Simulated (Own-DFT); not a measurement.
Simulation results for GaN (wurtzite, strained, atoms displaced)

Computed with Own-DFT development build. A calculation, not a measurement: plane-wave PBE density functional theory by an unreviewed code, no spin, of a simulated periodic cell, stress positive in tension, free energy of the whole cell less one offset for each atom, forces on such cells passed a denser k mesh, this cell's mesh not checked; offsets are fitted by least squares, one for each functional and potential file, so energies compare only between cells with the same atoms and settings and are not formation energies; the far tail of each file's local potential was reset to the Coulomb form; each entry is a single point on an unrelaxed cell, so the pressure reflects the starting lattice, mostly measured values (interpolated for alloys), from which strain is counted, and rises with the displacements; printed positions are rounded, which can move forces by about a meV/angstrom; the program, named Own-DFT, is a retired in-house code; no spin-orbit coupling.

Common to all runs: functional PBE; potential files PseudoDojo norm-conserving, scalar-relativistic, standard set; wave cutoff 42 hartree; occupations Fermi-Dirac; smearing width 0.1 eV; hardware one NVIDIA H200; k mesh 3 x 4 x 3 centred on Gamma.

(1) GaN (wurtzite, strained, atoms displaced)

```cif
# cell vector a (Å): 12.6150 -0.1239 -0.0838
# cell vector b (Å): -4.8111 8.3517 0.0959
# cell vector c (Å): -0.0682 0.0807 10.4426
data_GaN
_symmetry_space_group_name_H-M 'P 1'
_symmetry_Int_Tables_number 1
_cell_length_a 12.6159
_cell_length_b 9.6388
_cell_length_c 10.4431
_cell_angle_alpha 88.859
_cell_angle_beta 90.759
_cell_angle_gamma 120.509
_cell_volume 1093.86
loop_
_atom_site_label
_atom_site_type_symbol
_atom_site_fract_x
_atom_site_fract_y
_atom_site_fract_z
_atom_site_occupancy
Ga1 Ga 0.08597 0.21853 0.99844 1
Ga2 Ga 0.16902 0.11609 0.24931 1
N1 N 0.08172 0.21973 0.19103 1
N2 N 0.15987 0.09757 0.43152 1
Ga3 Ga 0.08023 0.21080 0.49598 1
Ga4 Ga 0.16643 0.10855 0.74578 1
N3 N 0.07555 0.21540 0.69430 1
N4 N 0.16856 0.11063 0.94672 1
Ga5 Ga 0.08486 0.56156 0.00419 1
Ga6 Ga 0.17248 0.44811 0.24169 1
N5 N 0.08494 0.55070 0.18095 1
N6 N 0.17375 0.44534 0.43632 1
Ga7 Ga 0.08272 0.55752 0.50543 1
Ga8 Ga 0.16138 0.44900 0.74845 1
N7 N 0.08900 0.55728 0.69177 1
N8 N 0.16607 0.44495 0.94012 1
Ga9 Ga 0.08308 0.88524 0.99543 1
Ga10 Ga 0.16274 0.77675 0.24613 1
N9 N 0.08780 0.89601 0.18914 1
N10 N 0.16672 0.77315 0.44087 1
Ga11 Ga 0.09022 0.89455 0.49929 1
Ga12 Ga 0.17269 0.78011 0.73886 1
N11 N 0.08909 0.90084 0.69225 1
N12 N 0.16545 0.79138 0.94085 1
Ga13 Ga 0.33469 0.22216 0.99287 1
Ga14 Ga 0.41764 0.10862 0.25217 1
N13 N 0.32843 0.21944 0.19353 1
N14 N 0.42389 0.10731 0.44474 1
Ga15 Ga 0.33604 0.23295 0.50155 1
Ga16 Ga 0.41795 0.11489 0.75414 1
N15 N 0.33432 0.21908 0.68286 1
N16 N 0.41296 0.11091 0.94161 1
Ga17 Ga 0.32616 0.55124 0.99400 1
Ga18 Ga 0.41295 0.45136 0.25353 1
N17 N 0.33469 0.55100 0.19166 1
N18 N 0.41047 0.44786 0.43603 1
Ga19 Ga 0.32429 0.55382 0.50434 1
Ga20 Ga 0.42053 0.44846 0.75303 1
N19 N 0.33381 0.55758 0.69040 1
N20 N 0.41997 0.45090 0.94032 1
Ga21 Ga 0.33806 0.88971 0.00836 1
Ga22 Ga 0.40931 0.77127 0.25234 1
N21 N 0.34030 0.88671 0.18331 1
N22 N 0.42849 0.79364 0.43652 1
Ga23 Ga 0.33530 0.88366 0.50315 1
Ga24 Ga 0.42031 0.77989 0.75348 1
N23 N 0.33345 0.89607 0.68400 1
N24 N 0.41511 0.77182 0.93684 1
Ga25 Ga 0.57909 0.22134 0.99840 1
Ga26 Ga 0.66419 0.11116 0.25082 1
N25 N 0.58886 0.22379 0.18159 1
N26 N 0.67084 0.10533 0.44598 1
Ga27 Ga 0.57404 0.21576 0.50422 1
Ga28 Ga 0.67152 0.10838 0.74695 1
N27 N 0.58236 0.22085 0.69007 1
N28 N 0.67610 0.11866 0.93704 1
Ga29 Ga 0.58396 0.56433 0.00302 1
Ga30 Ga 0.66620 0.44745 0.24428 1
N29 N 0.59033 0.55548 0.18718 1
N30 N 0.66799 0.44557 0.44192 1
Ga31 Ga 0.57584 0.55167 0.50060 1
Ga32 Ga 0.66628 0.44583 0.74968 1
N31 N 0.58072 0.56148 0.69220 1
N32 N 0.67347 0.44508 0.93997 1
Ga33 Ga 0.59301 0.89041 0.99226 1
Ga34 Ga 0.66018 0.77664 0.24856 1
N33 N 0.58201 0.88259 0.18779 1
N34 N 0.66797 0.77899 0.43779 1
Ga35 Ga 0.57952 0.88414 0.49469 1
Ga36 Ga 0.65907 0.78304 0.74436 1
N35 N 0.58233 0.89369 0.68351 1
N36 N 0.67439 0.79138 0.94379 1
Ga37 Ga 0.83594 0.22054 0.00448 1
Ga38 Ga 0.91507 0.10976 0.25688 1
N37 N 0.83841 0.23379 0.18475 1
N38 N 0.92526 0.12162 0.44274 1
Ga39 Ga 0.83006 0.21333 0.50115 1
Ga40 Ga 0.91664 0.11086 0.75755 1
N39 N 0.83931 0.22859 0.68255 1
N40 N 0.92203 0.11416 0.94223 1
Ga41 Ga 0.83043 0.55678 0.00114 1
Ga42 Ga 0.91315 0.44632 0.25549 1
N41 N 0.83892 0.55344 0.18564 1
N42 N 0.91852 0.44767 0.43982 1
Ga43 Ga 0.84039 0.55188 0.50219 1
Ga44 Ga 0.91683 0.44349 0.75871 1
N43 N 0.83256 0.56391 0.69317 1
N44 N 0.91614 0.44484 0.93607 1
Ga45 Ga 0.83694 0.89211 0.99439 1
Ga46 Ga 0.91545 0.77212 0.24902 1
N45 N 0.82676 0.89222 0.18425 1
N46 N 0.92404 0.78361 0.44981 1
Ga47 Ga 0.84487 0.88637 0.50252 1
Ga48 Ga 0.90723 0.76150 0.74788 1
N47 N 0.83126 0.88205 0.69040 1
N48 N 0.92225 0.77639 0.93420 1
```

It finds free energy of cell above offsets 26.106 eV; pressure 8.54 GPa; stress xx -13.37 GPa; stress yy -7.06 GPa; stress zz -5.2 GPa; stress yz 0.79 GPa; stress xz -2.64 GPa; stress xy -3.1 GPa; wall time 1101 s.

Force:
```tsv
element	x (eV/Å)	y (eV/Å)	z (eV/Å)
Ga	0.061	0.706	0.991
Ga	-0.943	-0.959	-0.162
N	-0.026	0.622	-0.498
N	0.776	2.635	0.866
Ga	1.893	2.11	1.404
Ga	-0.514	1.31	1.405
N	1.639	1.43	-1.134
N	-0.354	0.041	-1.69
Ga	-0.27	0.088	-1.796
Ga	-1.4	-1.536	1.284
N	-0.648	0.935	2.07
N	-2.813	-1.107	-0.555
Ga	1.066	-0.907	-0.74
Ga	2.53	-2.036	1.038
N	-2.478	0.906	-0.87
N	-1.216	-0.508	-0.662
Ga	-0.81	1.493	1.364
Ga	0.772	-0.28	0.297
N	-0.583	-0.933	-0.316
N	0.111	0.517	-0.697
Ga	0.609	-1.159	1.204
Ga	-1.74	0.361	2.071
N	-0.123	-2.716	-1.122
N	3.246	-2.046	-1.215
Ga	-0.416	0.709	1.872
Ga	-0.187	0.461	0.018
N	2.228	1.296	-0.913
N	-3.783	-0.952	-2.015
Ga	0.108	-1.732	-1.009
Ga	-0.006	-0.675	-0.343
N	-0.329	1.273	1.104
N	0.805	-0.347	-0.69
Ga	1.619	0.589	1.042
Ga	2.569	-1.836	-0.49
N	-0.792	1.796	-1.871
N	0.344	0.1	0.66
Ga	2.206	1.617	0.421
Ga	-1.199	-0.948	-0.074
N	-0.132	0.025	0.025
N	-0.368	-0.644	-0.274
Ga	-0.696	-0.449	-2.331
Ga	1.724	0.258	-0.159
N	-1.671	0.528	1.957
N	-3.225	-3.102	-0.647
Ga	-0.228	0.598	-0.631
Ga	-1.22	-0.091	-0.543
N	1.79	-0.075	0.866
N	0.162	1.091	0.357
Ga	1.531	0.293	-0.306
Ga	1.138	-0.546	0.174
N	-1.153	0.087	0.974
N	-2.016	0.51	-1.52
Ga	3.713	2.073	0.555
Ga	-0.647	1.145	0.356
N	0.506	0.504	0.423
N	-1.541	-1.095	-0.534
Ga	1.187	-0.245	-0.387
Ga	1.352	-1.033	1.427
N	-2.288	0.499	-0.003
N	-0.281	-0.314	-0.439
Ga	1.336	0.943	-0.092
Ga	-0.341	-0.337	0.295
N	1.028	-0.228	-0.666
N	-2.707	-0.322	-0.678
Ga	-2.502	1.066	1.757
Ga	1.431	-0.266	0.745
N	-1.461	1.081	-0.65
N	0.407	-0.338	0.266
Ga	3.131	1.167	1.018
Ga	2.007	-0.329	0.683
N	-0.216	-0.007	0.115
N	0.193	-2.349	-2.159
Ga	0.502	1.003	-0.318
Ga	-0.201	0.211	-0.962
N	-0.122	-1.188	1.572
N	-2.156	-2.202	-0.954
Ga	1.125	1.339	0.003
Ga	-0.595	-0.928	-0.65
N	-0.151	-0.197	1.251
N	-0.892	-0.21	-0.442
Ga	1.996	0.401	-0.129
Ga	1.817	-0.601	-0.487
N	-1.523	0.945	0.329
N	0.507	-1.003	-0.028
Ga	-1.983	0.734	0.512
Ga	-0.311	0.174	-1.263
N	1.368	-3.721	-1.728
N	0.188	0.061	1.251
Ga	1.467	0.069	0.988
Ga	-0.492	1.275	0.277
N	1.591	-0.341	0.57
N	0.424	-1.908	-2.01
Ga	-2.733	0.705	0.375
Ga	0.83	4.266	1.157
N	-0.633	0.905	0.126
N	-1.918	-0.205	0.34
```

(2) GaN (wurtzite, strained, atoms displaced)

```cif
# cell vector a (Å): 12.7615 0.2427 0.0903
# cell vector b (Å): -4.6279 8.3285 -0.1205
# cell vector c (Å): 0.0734 -0.1084 10.3932
data_GaN
_symmetry_space_group_name_H-M 'P 1'
_symmetry_Int_Tables_number 1
_cell_length_a 12.7641
_cell_length_b 9.5287
_cell_length_c 10.3940
_cell_angle_alpha 91.443
_cell_angle_beta 89.202
_cell_angle_gamma 117.973
_cell_volume 1116.13
loop_
_atom_site_label
_atom_site_type_symbol
_atom_site_fract_x
_atom_site_fract_y
_atom_site_fract_z
_atom_site_occupancy
Ga1 Ga 0.08313 0.21953 0.00242 1
Ga2 Ga 0.16639 0.09934 0.25693 1
N1 N 0.08838 0.22697 0.19168 1
N2 N 0.17289 0.11690 0.43392 1
Ga3 Ga 0.07923 0.22704 0.48657 1
Ga4 Ga 0.16881 0.11024 0.75349 1
N3 N 0.07735 0.22199 0.68675 1
N4 N 0.16686 0.10657 0.93546 1
Ga5 Ga 0.08294 0.54699 0.00180 1
Ga6 Ga 0.16757 0.44306 0.25354 1
N5 N 0.08465 0.55600 0.18157 1
N6 N 0.17237 0.43740 0.43449 1
Ga7 Ga 0.08645 0.55706 0.50030 1
Ga8 Ga 0.16319 0.43794 0.75376 1
N7 N 0.08436 0.55396 0.68475 1
N8 N 0.16939 0.44438 0.93219 1
Ga9 Ga 0.08375 0.88300 0.00516 1
Ga10 Ga 0.17163 0.78699 0.24910 1
N9 N 0.08036 0.88186 0.18612 1
N10 N 0.17180 0.78188 0.44368 1
Ga11 Ga 0.09360 0.89613 0.50365 1
Ga12 Ga 0.16515 0.78134 0.74912 1
N11 N 0.07761 0.89457 0.68435 1
N12 N 0.16561 0.77435 0.93402 1
Ga13 Ga 0.34039 0.22664 0.99907 1
Ga14 Ga 0.42123 0.11591 0.25239 1
N13 N 0.33850 0.22981 0.19065 1
N14 N 0.41740 0.11506 0.43907 1
Ga15 Ga 0.33533 0.22375 0.49787 1
Ga16 Ga 0.41612 0.11515 0.74985 1
N15 N 0.32511 0.21031 0.68899 1
N16 N 0.41051 0.10753 0.93555 1
Ga17 Ga 0.32880 0.54902 0.99557 1
Ga18 Ga 0.41677 0.44162 0.25224 1
N17 N 0.33847 0.55425 0.18819 1
N18 N 0.41722 0.44577 0.44403 1
Ga19 Ga 0.33055 0.54697 0.50367 1
Ga20 Ga 0.42424 0.44931 0.74750 1
N19 N 0.33093 0.54657 0.69178 1
N20 N 0.41035 0.43715 0.92873 1
Ga21 Ga 0.33549 0.89012 0.00922 1
Ga22 Ga 0.42423 0.78172 0.24625 1
N21 N 0.33044 0.88198 0.18643 1
N22 N 0.41530 0.78217 0.43823 1
Ga23 Ga 0.33506 0.88573 0.49716 1
Ga24 Ga 0.41208 0.77609 0.75201 1
N23 N 0.33629 0.88984 0.67699 1
N24 N 0.42252 0.77995 0.93338 1
Ga25 Ga 0.58918 0.22577 0.99938 1
Ga26 Ga 0.66077 0.11476 0.25500 1
N25 N 0.59067 0.22853 0.18402 1
N26 N 0.66491 0.11161 0.43814 1
Ga27 Ga 0.58196 0.21807 0.49931 1
Ga28 Ga 0.66357 0.10693 0.74990 1
N27 N 0.58433 0.22204 0.68595 1
N28 N 0.67024 0.11559 0.93483 1
Ga29 Ga 0.58710 0.56172 0.99257 1
Ga30 Ga 0.66491 0.44037 0.25454 1
N29 N 0.58569 0.56070 0.18822 1
N30 N 0.66594 0.43701 0.44240 1
Ga31 Ga 0.58300 0.55342 0.50733 1
Ga32 Ga 0.66318 0.44217 0.75350 1
N31 N 0.58997 0.55821 0.68890 1
N32 N 0.67293 0.45429 0.93817 1
Ga33 Ga 0.58442 0.89707 0.00174 1
Ga34 Ga 0.66388 0.77184 0.25523 1
N33 N 0.58899 0.89512 0.19738 1
N34 N 0.66965 0.77982 0.43142 1
Ga35 Ga 0.58208 0.88580 0.50778 1
Ga36 Ga 0.66500 0.77401 0.74788 1
N35 N 0.57472 0.88396 0.68206 1
N36 N 0.66178 0.76803 0.93499 1
Ga37 Ga 0.83290 0.22221 0.99336 1
Ga38 Ga 0.91276 0.10911 0.24614 1
N37 N 0.82748 0.22038 0.19242 1
N38 N 0.91593 0.10480 0.44094 1
Ga39 Ga 0.83524 0.22717 0.50244 1
Ga40 Ga 0.91077 0.10971 0.75519 1
N39 N 0.83626 0.23066 0.68956 1
N40 N 0.91419 0.11763 0.93494 1
Ga41 Ga 0.82808 0.56330 0.99431 1
Ga42 Ga 0.91921 0.44647 0.25411 1
N41 N 0.83029 0.55597 0.18441 1
N42 N 0.90540 0.44166 0.43310 1
Ga43 Ga 0.82388 0.54657 0.50669 1
Ga44 Ga 0.91752 0.44410 0.75189 1
N43 N 0.83283 0.56345 0.68643 1
N44 N 0.91589 0.45080 0.93984 1
Ga45 Ga 0.83339 0.88890 0.98944 1
Ga46 Ga 0.91552 0.78511 0.25425 1
N45 N 0.82870 0.88804 0.18725 1
N46 N 0.91184 0.77698 0.43926 1
Ga47 Ga 0.82178 0.88735 0.49741 1
Ga48 Ga 0.91512 0.78260 0.75452 1
N47 N 0.83382 0.88843 0.69237 1
N48 N 0.91791 0.77652 0.93219 1
```

It finds free energy of cell above offsets 24.149 eV; pressure 3.99 GPa; stress xx -4.25 GPa; stress yy 0.02 GPa; stress zz -7.73 GPa; stress yz -2.41 GPa; stress xz 1.37 GPa; stress xy 5.11 GPa; wall time 1180 s.

Force:
```tsv
element	x (eV/Å)	y (eV/Å)	z (eV/Å)
Ga	0.185	0.161	-0.264
Ga	-0.254	1.261	-2.033
N	-0.429	-1.289	-0.279
N	-0.243	-0.629	1.371
Ga	0.761	-1.422	2.115
Ga	-1.621	0.122	-0.852
N	0.453	-0.347	-0.218
N	0.066	-0.04	1.526
Ga	-1.027	0.963	-1.112
Ga	0.385	0.894	-1.426
N	0.138	0.182	2.09
N	-1.344	1.192	0.535
Ga	-0.641	-0.177	-0.421
Ga	0.22	-0.092	-1.731
N	-0.426	0.392	0.519
N	-0.229	-0.823	1.618
Ga	-0.44	0.56	-1.521
Ga	-0.098	-1.848	0.58
N	-0.248	0.755	0.91
N	0.066	-0.947	-1.387
Ga	-2.301	-0.112	-0.562
Ga	0.299	-0.031	-0.68
N	0.959	-0.516	1.076
N	0.895	-0.206	0.813
Ga	-1.78	-0.097	0.462
Ga	-0.062	-0.156	-0.537
N	-0.124	-1.565	-0.444
N	0.903	-0.802	-0.484
Ga	-0.798	0.187	0.812
Ga	0.574	-1.048	-0.584
N	0.863	1.859	-0.776
N	2.272	-0.156	0.517
Ga	0.545	0.935	0.599
Ga	0.537	1.084	0.075
N	-1.077	0.41	-0.401
N	1.198	-0.217	-0.454
Ga	-0.449	1.549	0.197
Ga	-0.871	-1.217	-0.508
N	-0.324	0.868	-0.269
N	1.451	0.712	1.138
Ga	-0.508	-0.321	-2.609
Ga	-0.355	-0.964	0.762
N	0.552	1.368	1.281
N	2.134	-1.622	-0.72
Ga	-0.906	1.262	-0.039
Ga	-0.086	-0.348	-1.03
N	-0.823	0.08	2.216
N	-0.554	-0.223	1.444
Ga	-1.273	0.446	-0.4
Ga	2.067	-0.243	-0.117
N	-1.744	-0.653	0.172
N	1.007	-0.723	0.851
Ga	-0.538	0.316	0.377
Ga	0.329	0.352	-0.853
N	-0.672	0.121	0.81
N	-0.007	-0.896	0.123
Ga	-1.378	-1.272	1.66
Ga	0.471	1.543	-0.574
N	-0.31	-1.222	-0.301
N	-1.084	0.068	-0.328
Ga	0.057	0.195	-1.682
Ga	1.721	-0.055	-0.675
N	-1.184	-0.38	0.16
N	-0.987	-2.017	-0.468
Ga	0.562	-0.724	0.281
Ga	0.431	0.728	-1.859
N	-0.744	-0.163	-1.566
N	-1.373	-1.282	2.368
Ga	-0.678	0.413	-2.891
Ga	-0.01	1.113	0.081
N	1.118	0.194	2.456
N	0.015	2.217	-0.108
Ga	-1.074	1.626	1.888
Ga	0.068	0.169	0.315
N	0.335	0.396	-0.884
N	-0.798	0.617	-0.814
Ga	-0.31	-0.446	-0.626
Ga	1.14	0.437	-1.997
N	-0.879	-1.304	-0.033
N	1.76	-1.232	1.073
Ga	1.886	0.062	1.541
Ga	-0.809	0.045	-1.959
N	0.123	0.325	0.491
N	2.272	0.13	1.407
Ga	0.364	1.92	-0.965
Ga	-0.333	1.235	-0.165
N	0.143	-0.958	1.465
N	0.604	-0.729	-0.208
Ga	-0.606	0.178	1.331
Ga	0.049	-1.436	-0.198
N	0.208	0.275	-0.882
N	0.767	0.01	0.462
Ga	2.606	0.484	0.909
Ga	0.986	-0.45	-1.954
N	-1.889	0.363	-0.559
N	0.15	0.628	1.53
```

(3) GaN (wurtzite, strained, atoms displaced)

```cif
# cell vector a (Å): 12.8657 -0.2375 0.1775
# cell vector b (Å): -4.9789 8.2580 -0.1346
# cell vector c (Å): 0.1443 -0.0851 10.5063
data_GaN
_symmetry_space_group_name_H-M 'P 1'
_symmetry_Int_Tables_number 1
_cell_length_a 12.8691
_cell_length_b 9.6438
_cell_length_c 10.5076
_cell_angle_alpha 91.603
_cell_angle_beta 88.414
_cell_angle_gamma 122.150
_cell_volume 1103.54
loop_
_atom_site_label
_atom_site_type_symbol
_atom_site_fract_x
_atom_site_fract_y
_atom_site_fract_z
_atom_site_occupancy
Ga1 Ga 0.08000 0.20338 0.00006 1
Ga2 Ga 0.15953 0.10564 0.24877 1
N1 N 0.08814 0.22827 0.19404 1
N2 N 0.17083 0.11541 0.43947 1
Ga3 Ga 0.08197 0.22962 0.49724 1
Ga4 Ga 0.16504 0.11808 0.75136 1
N3 N 0.08094 0.22162 0.69653 1
N4 N 0.16382 0.10625 0.93549 1
Ga5 Ga 0.08704 0.55972 0.99441 1
Ga6 Ga 0.16932 0.45116 0.25298 1
N5 N 0.08549 0.54914 0.19604 1
N6 N 0.16804 0.44420 0.43247 1
Ga7 Ga 0.08588 0.55494 0.50383 1
Ga8 Ga 0.17012 0.44069 0.74784 1
N7 N 0.08812 0.56682 0.69447 1
N8 N 0.16303 0.44558 0.94013 1
Ga9 Ga 0.08002 0.88961 0.99845 1
Ga10 Ga 0.16445 0.77940 0.25515 1
N9 N 0.09397 0.88478 0.18574 1
N10 N 0.16205 0.77638 0.44041 1
Ga11 Ga 0.07909 0.88317 0.49166 1
Ga12 Ga 0.16640 0.77937 0.75227 1
N11 N 0.08191 0.88723 0.69050 1
N12 N 0.17186 0.78107 0.95159 1
Ga13 Ga 0.33041 0.21403 0.99762 1
Ga14 Ga 0.42245 0.11677 0.25429 1
N13 N 0.32080 0.22006 0.18721 1
N14 N 0.41493 0.11046 0.43637 1
Ga15 Ga 0.33671 0.23020 0.50244 1
Ga16 Ga 0.42079 0.11220 0.74636 1
N15 N 0.32850 0.21068 0.68754 1
N16 N 0.42968 0.12515 0.93242 1
Ga17 Ga 0.33475 0.56013 0.99928 1
Ga18 Ga 0.42247 0.45081 0.25049 1
N17 N 0.32933 0.54801 0.18428 1
N18 N 0.41964 0.44997 0.44036 1
Ga19 Ga 0.32857 0.54539 0.50893 1
Ga20 Ga 0.41855 0.44890 0.75478 1
N19 N 0.33597 0.56340 0.68730 1
N20 N 0.41526 0.44210 0.93464 1
Ga21 Ga 0.33618 0.88766 0.99801 1
Ga22 Ga 0.41543 0.78597 0.25049 1
N21 N 0.33646 0.89511 0.18843 1
N22 N 0.41248 0.77343 0.44952 1
Ga23 Ga 0.32830 0.89196 0.49475 1
Ga24 Ga 0.41491 0.77278 0.74812 1
N23 N 0.33171 0.89838 0.70097 1
N24 N 0.41369 0.77534 0.93895 1
Ga25 Ga 0.57789 0.22296 0.00043 1
Ga26 Ga 0.66623 0.11332 0.24969 1
N25 N 0.58632 0.22996 0.19234 1
N26 N 0.66348 0.11714 0.43277 1
Ga27 Ga 0.58829 0.22174 0.49519 1
Ga28 Ga 0.67191 0.11673 0.75179 1
N27 N 0.59267 0.23039 0.68964 1
N28 N 0.66069 0.10434 0.93440 1
Ga29 Ga 0.58299 0.55286 0.99957 1
Ga30 Ga 0.67137 0.45305 0.25386 1
N29 N 0.58788 0.55622 0.18776 1
N30 N 0.66488 0.43876 0.44029 1
Ga31 Ga 0.58486 0.55034 0.50368 1
Ga32 Ga 0.66376 0.44263 0.75208 1
N31 N 0.58695 0.55642 0.68972 1
N32 N 0.67427 0.44765 0.93678 1
Ga33 Ga 0.58900 0.88563 0.99553 1
Ga34 Ga 0.66778 0.77818 0.24384 1
N33 N 0.58746 0.89233 0.18132 1
N34 N 0.66841 0.78730 0.43597 1
Ga35 Ga 0.58287 0.89099 0.49791 1
Ga36 Ga 0.66724 0.77694 0.75603 1
N35 N 0.58443 0.89455 0.68822 1
N36 N 0.66264 0.77232 0.94446 1
Ga37 Ga 0.83193 0.21794 0.99875 1
Ga38 Ga 0.91948 0.11863 0.24132 1
N37 N 0.83402 0.22105 0.18863 1
N38 N 0.91819 0.11284 0.44141 1
Ga39 Ga 0.83441 0.23094 0.49704 1
Ga40 Ga 0.92314 0.11979 0.75260 1
N39 N 0.83870 0.21785 0.68563 1
N40 N 0.91342 0.10868 0.94574 1
Ga41 Ga 0.82726 0.55619 0.99784 1
Ga42 Ga 0.91362 0.43855 0.24792 1
N41 N 0.82817 0.55640 0.19558 1
N42 N 0.91913 0.44608 0.44317 1
Ga43 Ga 0.82295 0.55032 0.50146 1
Ga44 Ga 0.92309 0.45174 0.74158 1
N43 N 0.83673 0.55661 0.68841 1
N44 N 0.91022 0.44248 0.94044 1
Ga45 Ga 0.82926 0.89053 0.99610 1
Ga46 Ga 0.91032 0.76498 0.24943 1
N45 N 0.83037 0.88431 0.18564 1
N46 N 0.91451 0.77532 0.43469 1
Ga47 Ga 0.82569 0.89561 0.49834 1
Ga48 Ga 0.91495 0.77890 0.74710 1
N47 N 0.82639 0.88906 0.69284 1
N48 N 0.90978 0.77731 0.94336 1
```

Results for GaN (wurtzite, strained, atoms displaced): free energy of cell above offsets 25.183 eV; pressure 6.36 GPa; stress xx -5.73 GPa; stress yy -12.02 GPa; stress zz -1.32 GPa; stress yz -1.81 GPa; stress xz 2.64 GPa; stress xy -5.8 GPa; wall time 1112 s.

Force:
```tsv
element	x (eV/Å)	y (eV/Å)	z (eV/Å)
Ga	-0.88	2.642	1.004
Ga	-0.082	0.179	1.01
N	-0.144	-1.213	-1.241
N	-1.032	-0.243	-0.021
Ga	1.143	-1.505	0.366
Ga	0.566	-1.453	-0.655
N	1.547	0.454	-1.869
N	0.442	0.21	-0.106
Ga	-0.916	-1.13	1.402
Ga	0.079	-0.376	-0.83
N	-1.07	0.861	-0.993
N	-0.302	0.657	1.833
Ga	-0.236	0.261	-0.162
Ga	-1.337	1.385	1.64
N	1.624	-1.842	-1.323
N	1.157	-1.163	-0.7
Ga	0.773	-1.286	0.547
Ga	1.257	-0.826	-0.647
N	-2.845	0.107	-0.12
N	0.515	-0.259	-0.158
Ga	-0.342	1.132	1.51
Ga	-0.718	1.666	1.135
N	0.052	0.38	-0.423
N	-1.526	0.47	-1.862
Ga	0.281	0.636	0.626
Ga	-1.723	0.023	-0.732
N	2.779	0.776	-0.388
N	0.246	0.926	0.681
Ga	0.022	-1.122	-0.213
Ga	-0.162	1.621	0.434
N	0.438	1.876	0.227
N	-2.923	-1.966	0.004
Ga	-0.314	-1.258	0.392
Ga	-1.417	-0.836	-0.217
N	1.255	1.574	0.582
N	0.13	0.042	-0.171
Ga	0.343	1.12	-1.71
Ga	-0.02	-0.883	-1.009
N	0.701	-2.405	0.365
N	-0.095	0.14	0.83
Ga	0.266	1.149	0.563
Ga	0.698	-0.994	0.097
N	0.165	-0.391	0.098
N	-0.485	0.383	-1.271
Ga	0.899	-0.437	1.504
Ga	-0.662	2.846	0.789
N	1.421	-2.197	-2.009
N	0.95	0.537	-0.673
Ga	2.877	0.818	1.08
Ga	-0.212	-0.061	-0.632
N	0.558	-0.278	-0.83
N	1.718	-0.945	0.259
Ga	-1.78	-0.425	1.475
Ga	-0.295	-0.024	-0.27
N	-0.222	-1.39	-1.163
N	0.439	0.85	0.839
Ga	0.236	-0.828	0.22
Ga	-1.568	-1.136	0.238
N	-0.159	-0.51	-0.235
N	-1.155	0.639	-0.631
Ga	-0.562	1.215	-0.253
Ga	0.8	1.069	0.131
N	-0.293	-0.376	-0.03
N	-2.847	-0.916	-0.245
Ga	-2.215	0.488	0.474
Ga	-0.966	0.658	0.93
N	-0.322	-0.547	0.828
N	-0.74	-1.684	-0.484
Ga	-0.212	-0.013	0.592
Ga	-1.386	0.373	-0.29
N	0.515	-0.856	-0.069
N	0.508	-0.196	-1.264
Ga	-0.951	0.767	0.097
Ga	0.044	-1.101	1.215
N	-0.281	-0.413	-0.516
N	-0.963	0.694	-1.09
Ga	0.54	-1.613	0.491
Ga	-1.965	-1.581	0.552
N	-0.501	1.009	0.019
N	0.335	0.508	-1.206
Ga	2.338	0.342	1.171
Ga	0.163	1.43	0.619
N	2.363	-1.711	-1.996
N	-0.82	0.813	-0.784
Ga	2.278	1.194	0.467
Ga	-1.313	-1.068	1.408
N	-0.598	-0.454	-0.282
N	0.747	0.565	-0.456
Ga	0.69	-0.873	1.132
Ga	0.362	3.362	0.31
N	1.274	0.871	-0.154
N	-1.132	-0.013	0.473
Ga	2.012	-0.344	0.83
Ga	-0.373	0.345	0.442
N	1.852	0.552	-0.648
N	0.661	0.525	-0.901
```
